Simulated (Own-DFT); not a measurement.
# Strain and stress in wurtzite AlN, 128 atoms (Al64N64)

Everything here is calculated. The program is Own-DFT (plane waves, in-house, since retired, never reviewed by a person); positions were held fixed, and spin and spin-orbit coupling were off.

All runs used: PBE; PseudoDojo norm-conserving scalar-relativistic files; cutoff 42 hartree; 2 x 2 x 2 k mesh centred on Gamma; Fermi-Dirac smearing of 0.1 eV.

Known weak points: forces on such cells passed a denser k mesh, each cell not checked; stress not checked against mesh or cutoff.

Unstrained cell vectors in Å: (12.448, 0.000, 0.000); (-6.224, 10.780, 0.000); (0.000, 0.000, 9.964). The unstrained cell has measured lattice constants (interpolated for alloys), not those of this functional. That, the random moves and any unrelaxed bonds set the pressure at no strain. A uniform strain is put on this cell, atoms riding along. All atoms carry random offsets, Gaussian with a width of 0.05 Å per axis. Strains are tensor components in per cent; tension counts as positive stress, and P is minus the mean normal stress.

| run | e_xx (%) | e_yy (%) | e_zz (%) | e_yz (%) | e_xz (%) | e_xy (%) | s_xx (GPa) | s_yy (GPa) | s_zz (GPa) | s_yz (GPa) | s_xz (GPa) | s_xy (GPa) | P (GPa) | E (meV/atom) |
|---|---|---|---|---|---|---|---|---|---|---|---|---|---|---|
| 1 | -0.53 | 1.80 | -1.44 | 0.47 | 1.48 | 0.30 | -6.78 | 0.38 | -13.40 | 1.24 | 4.12 | 1.29 | 6.60 | 20.7 |
| 2 | 0.38 | 1.64 | -1.38 | -1.62 | -1.17 | 0.02 | -4.24 | 1.08 | -9.47 | -3.70 | -3.00 | 1.02 | 4.21 | 6.4 |
| 3 | 1.65 | 0.21 | 1.55 | -1.28 | -0.86 | 1.64 | 1.33 | -1.19 | 2.28 | -2.64 | -1.98 | 5.29 | -0.81 | 3.8 |
| 4 | 1.29 | 0.75 | -0.09 | -1.22 | -0.85 | 1.18 | 1.19 | -0.94 | -5.39 | -2.81 | -2.89 | 3.54 | 1.71 | 0.0 |
| 5 | -1.18 | -1.96 | -1.99 | -0.15 | 1.73 | -1.79 | -15.29 | -20.70 | -18.78 | -0.47 | 4.78 | -7.18 | 18.26 | 56.3 |
| 6 | 0.80 | 1.69 | -1.89 | -1.62 | -1.57 | 1.80 | -2.31 | 0.68 | -12.02 | -3.49 | -4.27 | 5.81 | 4.55 | 19.7 |
| 7 | -1.20 | -0.52 | 0.62 | -1.12 | 0.73 | 0.67 | -12.54 | -9.32 | -3.75 | -2.89 | 2.38 | 2.47 | 8.54 | 14.9 |
| 8 | -0.63 | -0.91 | 1.32 | 0.87 | 1.10 | -1.43 | -10.15 | -9.35 | -2.18 | 2.21 | 3.14 | -6.09 | 7.23 | 21.9 |
| 9 | -0.30 | 1.58 | -1.04 | 0.84 | -0.87 | 0.95 | -3.49 | -1.14 | -12.06 | 2.26 | -2.68 | 3.94 | 5.56 | 12.3 |
| 10 | -1.33 | -1.29 | -1.37 | 0.76 | -0.85 | 0.55 | -15.92 | -15.45 | -14.43 | 1.74 | -2.49 | 1.50 | 15.27 | 40.8 |
| 11 | -0.61 | -1.89 | 1.27 | 0.93 | 1.25 | -0.96 | -9.85 | -15.08 | -2.11 | 1.92 | 2.46 | -4.67 | 9.01 | 19.7 |
| 12 | -0.37 | -1.04 | 1.78 | -0.93 | -0.17 | -0.62 | -8.80 | -8.94 | 1.06 | -2.41 | -0.47 | -2.68 | 5.56 | 11.2 |
| 13 | 0.44 | -1.80 | -0.73 | -1.11 | -0.28 | 0.67 | -7.02 | -14.04 | -11.01 | -3.39 | -0.23 | 3.05 | 10.69 | 25.7 |
| 14 | 0.06 | -0.60 | -1.51 | 0.41 | -1.28 | -0.92 | -7.60 | -8.47 | -15.78 | 2.28 | -4.23 | -3.73 | 10.62 | 24.8 |
| 15 | -0.75 | -0.74 | 0.21 | 0.26 | -1.56 | 1.17 | -9.98 | -9.24 | -7.29 | 0.05 | -2.62 | 4.05 | 8.84 | 17.0 |
| 16 | -1.16 | 1.64 | 1.39 | -1.77 | -1.52 | -1.29 | -7.90 | 0.04 | 0.31 | -4.61 | -3.96 | -4.81 | 2.52 | 17.0 |
| 17 | -0.90 | 1.30 | 1.93 | -0.85 | -0.13 | 0.29 | ? | ? | ? | ? | ? | ? | ? | ? |

E is the free energy per atom, counted from the lowest run shown.

## What the rows give

Least squares on the runs shown: each stress against a constant and the strains, taken as fractions with shears doubled. Shear strains stay in the fit of a normal stress only where such slopes are resolved. The slopes, in GPa:

| stress | at no strain | per e_xx | per e_yy | per e_zz | scatter |
|---|---|---|---|---|---|
| s_xx | -6.3 | 429 ± 31 | 149 ± 21 | 60 ± 20 | 1.05 |
| s_yy | -6.0 | 170 ± 29 | 452 ± 19 | 103 ± 19 | 0.96 |
| s_zz | -6.5 | 91 ± 34 | 81 ± 22 | 475 ± 22 | 1.14 |

The slope of each shear stress on twice its own strain, from a fit on all six strains: yz 130 ± 6, xz 134 ± 8, xy 185 ± 9 GPa. These are stiffnesses along x, y and z of the frame in which the cell vectors are given, with the crystal's c axis along z: C11, C12, C13 and C33. Hexagonal symmetry asks that xx and yy behave alike, which is a second check on the noise. The atoms are held to the strained lattice; where symmetry lets them move under strain, relaxing them would lower some slopes. The table should be nearly symmetric about its diagonal, and what it lacks of that shows the noise. A ninth of the table's sum, 223 ± 4 GPa, estimates the bulk modulus near the mean pressure of these runs, 7.4 GPa, so it lies above the value at zero pressure.

## Withheld run

The question: what normal stresses and pressure should run 17 give?

The fitted form gives s_xx = -7.1, s_yy = 0.3, s_zz = 2.9 and P = 1.3 GPa. The run itself gave -7.77, 1.19, 3.21 and P = 1.12 GPa.
